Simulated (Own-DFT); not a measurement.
# Which defects push the lattice out? D0_22 TiAl3

Source: density functional calculations with Own-DFT, an unreviewed in-house program that is no longer used. Nothing was measured or relaxed, and spin and spin-orbit coupling are left out.

Method: PBE; PseudoDojo norm-conserving scalar-relativistic files; cutoff 42 hartree; 4 x 4 x 4 k mesh centred on Gamma; cold (Marzari-Vanderbilt) smearing of 0.2 eV.

Caveats: forces on such cells failed a check on a denser k mesh; stress not checked against mesh or cutoff.

All runs share one cell, with vectors in Å (-2.365, -6.981, 4.326); (-7.667, 3.491, 1.442); (-2.950, -3.488, -7.241) and a volume of 625.4 Å³. The atoms are randomly displaced, by u rms on each axis. The defect's site can differ from row to row.

| cell | formula | u (Å) | P (GPa) |
|---|---|---|---|
| no defect | Al30Ti10 | 0.0197 | 1.97 |
| no defect | Al30Ti10 | 0.0463 | 2.43 |
| no defect | Al30Ti10 | 0.0493 | 2.61 |
| two Al on a Ti site each | Al32Ti8 | 0.0262 | 2.83 |
| two Al on a Ti site each | Al32Ti8 | 0.0272 | 2.83 |
| two Al on a Ti site each | Al32Ti8 | 0.0490 | ? |
| two Al on a Ti site each | Al32Ti8 | 0.0529 | 3.57 |
| two Al vacancies | Al28Ti10 | 0.0268 | 1.00 |
| two Al vacancies | Al28Ti10 | 0.0292 | 1.30 |
| two Al vacancies | Al28Ti10 | 0.0496 | 1.70 |
| two Ti on an Al site each | Al28Ti12 | 0.0281 | 3.07 |
| two Ti on an Al site each | Al28Ti12 | 0.0479 | 3.74 |
| two Ti on an Al site each | Al28Ti12 | 0.0492 | 3.92 |

## What the rows give

P = P0 + c u² + a shift for each defect gives P0 = 1.74 GPa, c = 361 ± 37 GPa/Å² and a scatter of 0.11 GPa. The shifts, and each times the cell's volume:

- two Ti on an Al site each: 1.18 ± 0.09 GPa, 4.6 eV (2.3 eV for each of its 2 sites)
- two Al on a Ti site each: 0.83 ± 0.09 GPa, 3.2 eV (1.6 eV for each of its 2 sites)
- two Al vacancies: -0.89 ± 0.09 GPa, -3.5 eV (-1.7 eV for each of its 2 sites)

Positive is outwards. The product with the volume (160.2 GPa Å³ to the eV) is nearly free of the cell's size; divided by the bulk modulus at the cell's pressure it gives the volume that the defect adds. The atoms around the defects weren't relaxed, which would change these numbers.

## Withheld run

Q: what pressure belongs in the blank (two Al on a Ti site each, u = 0.0490 Å)?

From the fit: 3.44 ± 0.13 GPa. The hidden result is 3.30 GPa.
